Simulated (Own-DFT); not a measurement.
# PBE and PBEsol under strain: diamond-structure SiGeSn with randomly placed atoms, 64 atoms (Ge44Si16Sn4)

Calculated, not measured: single-point runs of Own-DFT, a retired in-house plane-wave DFT program that no person has reviewed, on unrelaxed cells, without spin or spin-orbit coupling.

Caveats: forces on such cells moved up to 12 meV/angstrom on a denser k mesh; stress not checked against mesh or cutoff.

Each geometry was run with PBE and with PBEsol, otherwise alike: PseudoDojo norm-conserving scalar-relativistic files made for PBE; cutoff 49 hartree; 3 x 3 x 3 k mesh centred on Gamma; Fermi-Dirac smearing of 0.1 eV. Unstrained cell vectors in Å: (11.306, 0.000, 0.000); (0.000, 11.306, 0.000); (0.000, 0.000, 11.306). Each has a uniform strain, of which the change of volume is shown, and random moves of rms u per axis. The random placing of the alloy's atoms differs from row to row.

| run | volume change (%) | u (Å) | P with PBE (GPa) | P with PBEsol (GPa) |
|---|---|---|---|---|
| 1 | 3.53 | 0.0503 | 1.67 | -0.84 |
| 2 | -5.91 | 0.0480 | 10.15 | 7.15 |
| 3 | 4.55 | 0.0489 | 1.07 | -1.39 |
| 4 | 4.55 | 0.0518 | 1.17 | -1.29 |
| 5 | -4.45 | 0.0478 | 8.29 | 5.39 |
| 6 | 3.02 | 0.0488 | 1.95 | -0.57 |
| 7 | -5.42 | 0.0471 | 9.00 | 6.05 |
| 8 | 4.04 | 0.0479 | 1.36 | -1.11 |
| 9 | -2.48 | 0.0498 | 6.46 | 3.66 |
| 10 | 2.52 | 0.0527 | 2.51 | -0.05 |
| 11 | -1.49 | 0.0468 | 5.45 | ? |

Asked: by how much does PBEsol shrink this cell, and what belongs in the blank?

## Solution

Write v for the change of volume as a fraction. Fitted to v and u², the PBE pressure has a slope of -83 ± 3 GPa in v, with the ions held to the strained lattice. The difference PBEsol less PBE is -2.68 + 5.0 v GPa (slope ± 0.1) and averages -2.66 GPa. Divided by the mean slope of the two, 81 GPa, that makes PBEsol's volume at a given pressure, near 3 GPa, about 3.3 % smaller, or 1.10 % in lengths. At one volume PBEsol's slope is the smaller by 5 GPa, but its pressure there is lower too. If stiffness rises by about 4 GPa for each GPa, PBEsol at equal pressure is stiffer by about 6 GPa. Files made for PBEsol would give a different shift.

For run 11 the line gives 2.70 GPa. The hidden result is 2.71 GPa.
